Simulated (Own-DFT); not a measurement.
# Computed records: Al3GaN4 (wurtzite random alloy, strained, atoms displaced), AlGa3N4 (wurtzite random alloy, strained, atoms displaced)

A calculation, not a measurement: plane-wave PBE density functional theory by an unreviewed code, no spin, of a simulated periodic cell, stress positive in tension, free energy of the whole cell less one offset for each atom, forces on such cells passed a denser k mesh, this cell's mesh not checked; offsets are fitted by least squares, one for each functional and potential file, so energies compare only between cells with the same atoms and settings and are not formation energies; the far tail of each file's local potential was reset to the Coulomb form; each entry is a single point on an unrelaxed cell, so the pressure reflects the starting lattice, mostly measured values, from which strain is counted, and rises with the displacements; printed positions are rounded, which can move forces by about a meV/angstrom; the program is a retired in-house code; no spin-orbit coupling. Program: Own-DFT development build.

Common to all runs: functional PBE; potential files PseudoDojo norm-conserving, scalar-relativistic, standard set; wave cutoff 42 hartree; occupations Fermi-Dirac; smearing width 0.1 eV; k mesh 4 x 4 x 3 centred on Gamma.

(1) Al3GaN4 (wurtzite random alloy, strained, atoms displaced)

```
CELL_PARAMETERS angstrom
9.11190 0.00000 0.00000
-4.55600 7.89120 0.00000
0.00000 0.00000 10.06550
ATOMIC_POSITIONS crystal
Al 0.11329 0.22177 0.99726
Ga 0.21532 0.09560 0.24600
N 0.10663 0.22393 0.19270
N 0.22426 0.10208 0.44251
Al 0.10992 0.22410 0.50300
Al 0.21382 0.09843 0.74914
N 0.11177 0.22706 0.69155
N 0.22192 0.11685 0.94815
Ga 0.11812 0.55969 0.99134
Al 0.21884 0.43906 0.24905
N 0.10279 0.55270 0.17722
N 0.21827 0.43581 0.43879
Al 0.11328 0.55604 0.49850
Ga 0.23325 0.45188 0.74626
N 0.10448 0.55409 0.69799
N 0.21001 0.44455 0.93617
Al 0.10735 0.87713 0.99450
Al 0.21924 0.78283 0.24985
N 0.12583 0.89263 0.19381
N 0.20349 0.77125 0.43897
Al 0.12022 0.91008 0.49289
Al 0.21139 0.76768 0.74681
N 0.11516 0.89417 0.69869
N 0.22725 0.77515 0.94357
Al 0.44230 0.23522 0.99871
Al 0.56185 0.11755 0.24765
N 0.45369 0.22746 0.18632
N 0.55712 0.11811 0.44019
Al 0.44335 0.21805 0.49433
Al 0.55741 0.11529 0.75273
N 0.43713 0.22054 0.69306
N 0.55353 0.11301 0.93556
Al 0.44413 0.55959 0.00684
Al 0.54868 0.43864 0.25050
N 0.43662 0.55030 0.19240
N 0.55173 0.44180 0.45038
Ga 0.43831 0.55417 0.49443
Al 0.55619 0.44669 0.74998
N 0.44036 0.55078 0.68232
N 0.55088 0.44299 0.94092
Al 0.44181 0.88198 0.00848
Ga 0.55488 0.77502 0.25156
N 0.44078 0.87667 0.18910
N 0.55423 0.77638 0.43838
Ga 0.44563 0.88668 0.48713
Al 0.55404 0.77152 0.74946
N 0.43346 0.88448 0.68316
N 0.55033 0.76825 0.93615
Al 0.77643 0.22421 0.00596
Al 0.89475 0.12102 0.24362
N 0.77459 0.22621 0.19739
N 0.88233 0.11134 0.44257
Ga 0.76508 0.21757 0.50119
Al 0.88816 0.12026 0.73926
N 0.77067 0.21945 0.69424
N 0.89206 0.11577 0.94512
Ga 0.78078 0.55893 0.00936
Al 0.87991 0.44098 0.24789
N 0.77764 0.54247 0.19386
N 0.89219 0.44135 0.43620
Al 0.77946 0.54918 0.50147
Al 0.88476 0.43829 0.74570
N 0.78190 0.55430 0.68875
N 0.89491 0.44448 0.94085
Al 0.78272 0.89516 0.99759
Ga 0.88250 0.77139 0.24448
N 0.78104 0.89612 0.18636
N 0.89574 0.78420 0.44479
Al 0.78228 0.89222 0.49721
Al 0.88061 0.77092 0.75007
N 0.77773 0.88129 0.68397
N 0.88321 0.78992 0.95370
```

- free energy of cell above offsets: -11.047 eV
- pressure: 22.41 GPa
- stress xx: -27.22 GPa
- stress yy: -30.68 GPa
- stress zz: -9.32 GPa
- stress yz: 0.4 GPa
- stress xz: 0.52 GPa
- stress xy: 1.43 GPa

Force:
```
element  x (eV/Å)  y (eV/Å)  z (eV/Å)
     Al    -1.494     1.083     0.773
     Ga    -0.348     5.533     1.234
      N     1.719    -0.187    -1.363
      N    -1.245     6.888    -2.009
     Al     0.167    -1.363     0.102
     Al    -0.076     4.125     1.894
      N     0.299    -1.822    -1.136
      N     0.837    -2.068    -1.468
     Ga    -1.975    -0.694     2.041
     Al    -1.822      1.11     0.185
      N     0.655     0.295     3.327
      N    -1.611     0.653    -1.065
     Al    -0.587    -0.622     0.814
     Ga    -2.143    -1.147     1.781
      N     0.124    -0.782    -2.764
      N     5.368    -1.782     0.008
     Al     0.277     2.252     0.964
     Al     2.378    -3.485     0.786
      N     -2.86    -3.672    -3.778
      N     1.369     0.883    -0.842
     Al    -0.175    -7.945      3.62
     Al     1.076     2.347     0.942
      N    -1.298    -3.479    -1.691
      N    -1.093     2.777    -2.218
     Al      1.57    -2.935     0.317
     Al    -1.157    -1.901     0.542
      N    -0.743     -0.89    -0.049
      N    -1.803    -1.717    -2.736
     Al    -0.858     0.804     2.448
     Al    -1.839    -1.946    -0.096
      N      0.74     0.292    -0.881
      N     0.091    -0.342     1.831
     Al    -0.644     -1.55    -0.943
     Al     0.371     0.823     1.269
      N     1.236    -0.654    -0.567
      N     1.749    -0.219    -2.567
     Ga     0.709     0.118     1.058
     Al    -0.085    -0.885    -0.084
      N      2.69     1.957     0.519
      N    -0.331       2.3     -0.94
     Al     0.431     1.444    -1.961
     Ga     1.027     0.152     0.086
      N    -1.571     2.618     0.518
      N      2.02     0.459    -0.338
     Ga    -2.313     0.202     2.208
     Al    -1.135     0.984    -0.615
      N     1.438     0.245     0.908
      N     0.297     1.713     0.371
     Al    -0.063    -0.109    -0.742
     Al    -1.329    -1.403     1.776
      N      1.28    -0.994    -1.857
      N     1.782    -0.066    -1.162
     Ga     2.384     1.482     1.009
     Al     1.282    -1.975     2.051
      N     0.089     0.457    -0.908
      N     -0.91    -0.113    -1.397
     Ga     0.047    -0.864    -1.714
     Al     3.949      0.34     1.529
      N    -3.768      1.48     0.153
      N    -0.644      0.85     0.062
     Al     -0.24      1.39    -0.239
     Al    -0.044     0.446     2.026
      N    -0.908    -0.377     0.107
      N    -2.404    -0.787    -1.433
     Al    -3.571     1.114     0.988
     Ga     0.857     0.978     1.549
      N    -0.093     0.141    -0.322
      N    -0.471    -1.186     -0.69
     Al    -0.431    -0.838     0.393
     Al     1.196     1.152     0.567
      N    -1.164     1.315     0.654
      N     3.743    -2.401    -2.831
```

(2) Al3GaN4 (wurtzite random alloy, strained, atoms displaced)

```
CELL_PARAMETERS angstrom
9.11190 0.00000 0.00000
-4.55600 7.89120 0.00000
0.00000 0.00000 10.06550
ATOMIC_POSITIONS crystal
Al 0.10613 0.22201 0.00648
Ga 0.22727 0.11557 0.25033
N 0.11153 0.21515 0.19290
N 0.23037 0.10650 0.43243
Al 0.10109 0.22384 0.50927
Al 0.21637 0.11231 0.75246
N 0.10718 0.21700 0.68787
N 0.22383 0.10308 0.94708
Ga 0.10586 0.54935 0.00094
Al 0.21826 0.44007 0.24464
N 0.10006 0.54410 0.19068
N 0.22608 0.45399 0.43386
Al 0.12023 0.55225 0.50335
Ga 0.23328 0.44833 0.74117
N 0.10646 0.54533 0.68413
N 0.22214 0.43984 0.93339
Al 0.10725 0.88210 0.00016
Al 0.21208 0.77016 0.24604
N 0.11011 0.89094 0.19759
N 0.22079 0.77683 0.44380
Al 0.10352 0.89023 0.50249
Al 0.22408 0.77827 0.74146
N 0.10791 0.88507 0.67782
N 0.24004 0.78785 0.94245
Al 0.43811 0.22662 0.99943
Al 0.55910 0.10816 0.25717
N 0.44681 0.23116 0.18603
N 0.55723 0.11078 0.43862
Al 0.44860 0.22242 0.50564
Al 0.56014 0.11264 0.75113
N 0.44015 0.22196 0.69220
N 0.56742 0.11617 0.94003
Al 0.44591 0.55334 0.99297
Ga 0.54466 0.43483 0.25060
N 0.44991 0.55913 0.19002
N 0.56049 0.45117 0.43728
Ga 0.45128 0.56520 0.49981
Ga 0.55982 0.45339 0.75485
N 0.44589 0.55258 0.69260
N 0.55699 0.44816 0.93457
Al 0.44400 0.88789 0.99728
Al 0.56138 0.77256 0.24854
N 0.44907 0.89503 0.18700
N 0.55410 0.78093 0.43767
Al 0.44631 0.88058 0.49454
Al 0.54648 0.78415 0.75698
N 0.44481 0.88738 0.68130
N 0.54867 0.77418 0.94128
Al 0.78232 0.21983 0.99802
Ga 0.90045 0.12634 0.25032
N 0.76770 0.21358 0.18460
N 0.88637 0.11354 0.45078
Al 0.76989 0.22256 0.50178
Al 0.89218 0.12117 0.74319
N 0.77714 0.22583 0.69002
N 0.88292 0.10552 0.94992
Al 0.77840 0.55433 0.00009
Al 0.89999 0.45082 0.25104
N 0.78154 0.55320 0.19500
N 0.89053 0.43571 0.43797
Ga 0.76365 0.55306 0.50376
Al 0.87916 0.43408 0.74995
N 0.78053 0.56150 0.68287
N 0.87734 0.43816 0.94129
Al 0.77676 0.88487 0.00715
Ga 0.88639 0.77749 0.25009
N 0.77842 0.89137 0.18810
N 0.89394 0.77761 0.43657
Al 0.77948 0.87898 0.50495
Al 0.88358 0.77756 0.75175
N 0.78887 0.90384 0.68116
N 0.87589 0.76020 0.93963
```

- free energy of cell above offsets: -11.999 eV
- pressure: 21.72 GPa
- stress xx: -26.81 GPa
- stress yy: -24.37 GPa
- stress zz: -13.97 GPa
- stress yz: -0.14 GPa
- stress xz: -0.55 GPa
- stress xy: -1.29 GPa

Force:
```
element  x (eV/Å)  y (eV/Å)  z (eV/Å)
     Al     1.028     -0.74    -0.844
     Ga     1.156     -1.06     0.582
      N    -0.053     3.083    -2.202
      N    -1.608     1.333     3.064
     Al     2.334     0.275    -2.522
     Al     1.349    -1.232      0.25
      N     0.496     0.511     0.499
      N    -2.421     0.467    -1.626
     Ga     0.275     0.903    -0.787
     Al     1.116     0.883     1.092
      N     2.965     1.916    -1.022
      N      0.97    -2.529    -0.229
     Al    -3.134     0.986    -0.982
     Ga    -2.544    -1.576     1.733
      N    -1.025     1.239     1.267
      N     0.346    -0.536     1.155
     Al     0.268    -0.223     0.927
     Al     1.626     1.237     1.447
      N      1.08    -1.087    -2.933
      N     0.009    -0.369    -0.898
     Al     2.268     0.068     -1.94
     Al    -0.655    -0.517     0.518
      N    -0.372     0.563     3.601
      N    -4.008    -2.246    -2.245
     Al      2.83    -0.322      0.26
     Al    -1.285     0.423     -1.34
      N     1.723    -3.486    -1.594
      N    -0.715    -0.448     0.717
     Al    -0.922    -0.171    -0.676
     Al    -1.362     -0.43     0.544
      N     0.578    -0.521    -0.185
      N     -2.15    -0.735    -1.009
     Al     -0.81     0.218     1.587
     Ga     1.765     2.915     0.892
      N    -2.101    -0.731    -1.853
      N    -2.315    -3.051     0.076
     Ga    -0.419    -1.614     0.338
     Ga     1.362    -1.554    -0.995
      N     0.593     3.785    -1.403
      N      0.27    -0.631     2.366
     Al     1.947     2.601     2.223
     Al    -1.766     1.744     0.269
      N    -0.414    -1.984     0.379
      N     2.749     0.689    -1.228
     Al    -2.536     1.814     0.327
     Al     2.509    -0.482    -0.743
      N      -0.4     0.784     0.534
      N     1.331     0.431    -0.626
     Al    -1.553     0.062      1.57
     Ga    -2.454    -2.363     1.888
      N     0.754     2.379     0.134
      N    -0.016    -1.088    -0.858
     Al     1.356     0.023     -0.09
     Al    -0.322    -1.174     1.723
      N    -0.211    -1.163    -0.724
      N     1.856     0.026    -2.425
     Al    -0.711    -1.972     2.153
     Al    -3.779    -3.178     1.572
      N    -0.199    -0.611    -1.965
      N    -0.062     1.272     0.108
     Ga     4.505     0.971    -1.295
     Al     0.317     2.854     0.337
      N     0.875     -0.34     2.631
      N     0.999     0.309    -1.609
     Al    -0.557     -0.32    -0.864
     Ga    -0.014    -0.253     0.447
      N     -0.35     0.168     0.058
      N    -1.552     0.124     0.891
     Al    -0.963     1.669    -1.862
     Al     0.565      0.66    -0.462
      N    -1.041    -2.098     2.702
      N     0.625     3.452    -0.825
```

(3) AlGa3N4 (wurtzite random alloy, strained, atoms displaced)

```
CELL_PARAMETERS angstrom
9.69940 0.00000 0.00000
-4.84970 8.40000 0.00000
0.00000 0.00000 10.26850
ATOMIC_POSITIONS crystal
Al 0.10645 0.22035 0.00306
Ga 0.22181 0.10971 0.24512
N 0.11459 0.22202 0.18635
N 0.22279 0.11715 0.44259
Ga 0.11347 0.22751 0.49649
Al 0.22961 0.10830 0.75519
N 0.10695 0.23104 0.68385
N 0.22345 0.11973 0.94008
Ga 0.11963 0.55854 0.00764
Ga 0.21708 0.44288 0.25436
N 0.11098 0.55026 0.19418
N 0.22879 0.44837 0.43826
Ga 0.11390 0.55645 0.50001
Ga 0.21705 0.44277 0.75442
N 0.10807 0.54832 0.69647
N 0.22861 0.43670 0.93742
Al 0.10955 0.90255 0.99742
Ga 0.21049 0.76607 0.24571
N 0.12145 0.90302 0.17939
N 0.22015 0.77455 0.43792
Ga 0.11611 0.89452 0.49938
Al 0.21419 0.77650 0.74782
N 0.10587 0.88627 0.69223
N 0.22744 0.78148 0.93653
Ga 0.44961 0.21736 0.00290
Ga 0.54906 0.10563 0.25219
N 0.45137 0.23013 0.18748
N 0.53872 0.11277 0.44106
Ga 0.44191 0.22129 0.49875
Ga 0.55049 0.10930 0.75269
N 0.45251 0.21929 0.68974
N 0.56290 0.11021 0.92883
Ga 0.44647 0.55512 0.99875
Ga 0.56255 0.44019 0.24292
N 0.43703 0.55165 0.18731
N 0.56821 0.44751 0.43488
Al 0.43233 0.55790 0.49356
Al 0.55220 0.44126 0.75052
N 0.44873 0.55904 0.69062
N 0.55061 0.44167 0.93521
Ga 0.45014 0.88546 0.00480
Ga 0.56321 0.77564 0.25345
N 0.45251 0.89682 0.18420
N 0.56005 0.77773 0.44917
Ga 0.44150 0.88930 0.50521
Ga 0.55746 0.78001 0.74623
N 0.44696 0.89493 0.69830
N 0.55573 0.78558 0.93727
Ga 0.78219 0.22432 0.00393
Ga 0.89396 0.11364 0.25524
N 0.77348 0.22902 0.19327
N 0.90181 0.11082 0.44156
Ga 0.78262 0.22438 0.49588
Ga 0.88976 0.10077 0.74686
N 0.78266 0.22152 0.69202
N 0.88528 0.10105 0.94088
Ga 0.77995 0.55660 0.00190
Al 0.89464 0.44236 0.24317
N 0.77797 0.55150 0.18537
N 0.89429 0.44760 0.44208
Ga 0.78127 0.55833 0.49779
Ga 0.88485 0.44368 0.75009
N 0.77978 0.55462 0.68998
N 0.90166 0.44827 0.93770
Al 0.76825 0.87633 0.00180
Ga 0.88215 0.76586 0.24766
N 0.77794 0.89044 0.18759
N 0.88837 0.77223 0.43936
Al 0.77209 0.88957 0.49836
Ga 0.88974 0.77471 0.74605
N 0.77156 0.88645 0.68571
N 0.89351 0.78242 0.93315
```

- free energy of cell above offsets: 6.377 eV
- pressure: -0.33 GPa
- stress xx: 3.41 GPa
- stress yy: 2.15 GPa
- stress zz: -4.59 GPa
- stress yz: -0.91 GPa
- stress xz: -0.2 GPa
- stress xy: -0.39 GPa

Force:
```
element  x (eV/Å)  y (eV/Å)  z (eV/Å)
     Al     0.156     0.075    -1.131
     Ga     0.441      1.22     0.934
      N    -0.828     0.277     0.211
      N     0.183     -0.57    -0.936
     Ga     0.751     0.169     1.122
     Al    -0.954     0.835    -0.887
      N     2.005    -1.503     0.797
      N    -0.036    -0.866    -0.217
     Ga      0.23     0.125    -2.215
     Ga     1.486    -0.427    -0.971
      N    -1.055    -0.205    -0.166
      N     -0.83    -0.135     0.191
     Ga    -0.392    -0.343     1.064
     Ga     0.892     0.232    -0.633
      N    -0.442     2.199    -1.079
      N    -1.326    -0.105     1.696
     Al      1.19     -1.02    -0.836
     Ga     0.714     2.377     0.123
      N    -0.396    -2.463     0.451
      N     0.054     0.465     -0.03
     Ga    -0.586    -0.414    -0.092
     Al     1.259    -0.498     0.786
      N     1.448     1.177    -0.103
      N     -1.11     0.231     0.402
     Ga    -0.212     0.295    -1.252
     Ga    -0.067     0.842     0.121
      N    -0.275    -1.762     0.189
      N     3.161    -1.283    -0.595
     Ga    -0.725       1.7     0.598
     Ga      1.92     0.566    -1.528
      N    -2.653     0.993     0.374
      N    -0.472     0.317     3.469
     Ga     -0.29     0.186    -0.425
     Ga    -1.432      0.84     1.267
      N     0.874     0.521     0.753
      N    -2.294    -0.116     0.196
     Al     3.212     0.186     1.625
     Al     0.252      0.42    -0.718
      N    -0.061     -1.08    -1.128
      N     1.199     0.203      0.16
     Ga     -1.39     0.898    -1.838
     Ga    -1.282    -0.109     -0.21
      N    -0.276    -1.667     2.035
      N    -0.813    -0.097    -0.995
     Ga     0.104     0.403     0.045
     Ga    -0.607    -0.369      0.46
      N     -1.28    -1.799    -1.295
      N     1.969    -1.376     0.374
     Ga     0.102    -0.441     -1.25
     Ga    -0.337    -0.179    -1.156
      N     1.154     -0.34       0.4
      N    -2.177    -1.197    -0.291
     Ga    -0.634    -0.145     1.132
     Ga    -0.781     1.269     0.556
      N    -0.571    -0.426     -0.74
      N     0.687     0.136     0.844
     Ga     0.263    -0.168    -2.043
     Al    -1.203     0.091     1.428
      N     1.452     0.002     0.613
      N     0.179    -0.335    -1.881
     Ga     0.158    -0.714     0.683
     Ga     0.749    -0.624    -0.202
      N    -1.263    -0.408     0.116
      N    -0.923    -0.204     1.287
     Al     0.372     1.398    -0.912
     Ga      0.29     1.723     0.289
      N     0.593    -0.415    -0.055
      N    -0.675     1.759    -0.215
     Al     1.667    -0.093     0.499
     Ga    -1.148    -0.169    -0.068
      N      1.22    -0.157    -0.928
      N    -0.594     0.094     1.733
```
